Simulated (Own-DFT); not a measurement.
# Point defects and the pressure they add: zincblende GaAs

Calculated, not measured: single-point runs of Own-DFT, a retired in-house plane-wave DFT program that no person has reviewed, on unrelaxed cells, without spin or spin-orbit coupling.

Settings: PBE; PseudoDojo norm-conserving scalar-relativistic files; cutoff 42 hartree; 3 x 3 x 3 k mesh centred on Gamma; Fermi-Dirac smearing of 0.1 eV.

Keep in mind (not all hold for every row): not probed for a lower state with spin; forces on such cells failed a check on a denser k mesh; forces not confirmed at this smearing and k mesh; forces on such cells passed a denser k mesh, each cell not checked; stress not checked against mesh or cutoff.

All runs share one cell, with vectors in Å (11.307, 0.000, 0.000); (0.000, 11.307, 0.000); (0.000, 0.000, 11.307) and a volume of 1445.4 Å³. u is the rms random offset of the atoms per axis. The defect's site can differ from row to row.

| cell | formula | u (Å) | P (GPa) |
|---|---|---|---|
| no defect | As32Ga32 | 0.0188 | 3.51 |
| no defect | As32Ga32 | 0.0470 | 3.80 |
| no defect | As32Ga32 | 0.0490 | 3.87 |
| one Al on a Ga site | AlAs32Ga31 | 0.0468 | 3.90 |
| one Al on a Ga site | AlAs32Ga31 | 0.0494 | 3.86 |
| one Al on a Ga site | AlAs32Ga31 | 0.0498 | 3.99 |
| two As vacancies | As30Ga32 | 0.0304 | 3.13 |
| two As vacancies | As30Ga32 | 0.0313 | 3.17 |
| two As vacancies | As30Ga32 | 0.0487 | 3.53 |
| one P on an As site | As31Ga32P | 0.0271 | 3.34 |
| one P on an As site | As31Ga32P | 0.0283 | 3.33 |
| one P on an As site | As31Ga32P | 0.0309 | 3.37 |
| two As on a Ga site each | As34Ga30 | 0.0284 | 4.79 |
| two As on a Ga site each | As34Ga30 | 0.0290 | 4.82 |
| two As on a Ga site each | As34Ga30 | 0.0305 | ? |
| two As on a Ga site each | As34Ga30 | 0.0311 | 4.80 |

## Analysis

P = P0 + c u² + a shift for each defect gives P0 = 3.40 GPa, c = 201 ± 23 GPa/Å² and a scatter of 0.05 GPa. The shifts, and each times the cell's volume:

- two As on a Ga site each: 1.23 ± 0.04 GPa, 11.1 eV (5.6 eV for each of its 2 sites)
- one Al on a Ga site: 0.04 ± 0.04 GPa, 0.4 eV (not resolved)
- one P on an As site: -0.22 ± 0.04 GPa, -2.0 eV
- two As vacancies: -0.41 ± 0.04 GPa, -3.7 eV (-1.8 eV for each of its 2 sites)

A positive shift means that the defect pushes the cell outwards. Shift times volume (160.2 GPa Å³ is 1 eV) depends little on the cell's size, so, taken for each site, it can be compared between cells at like pressure. The atoms around the defects weren't relaxed, which would change these numbers.

## Check

Asked: what pressure belongs in the blank (two As on a Ga site each, u = 0.0305 Å)?

From the fit: 4.81 ± 0.05 GPa. The hidden result is 4.82 GPa.
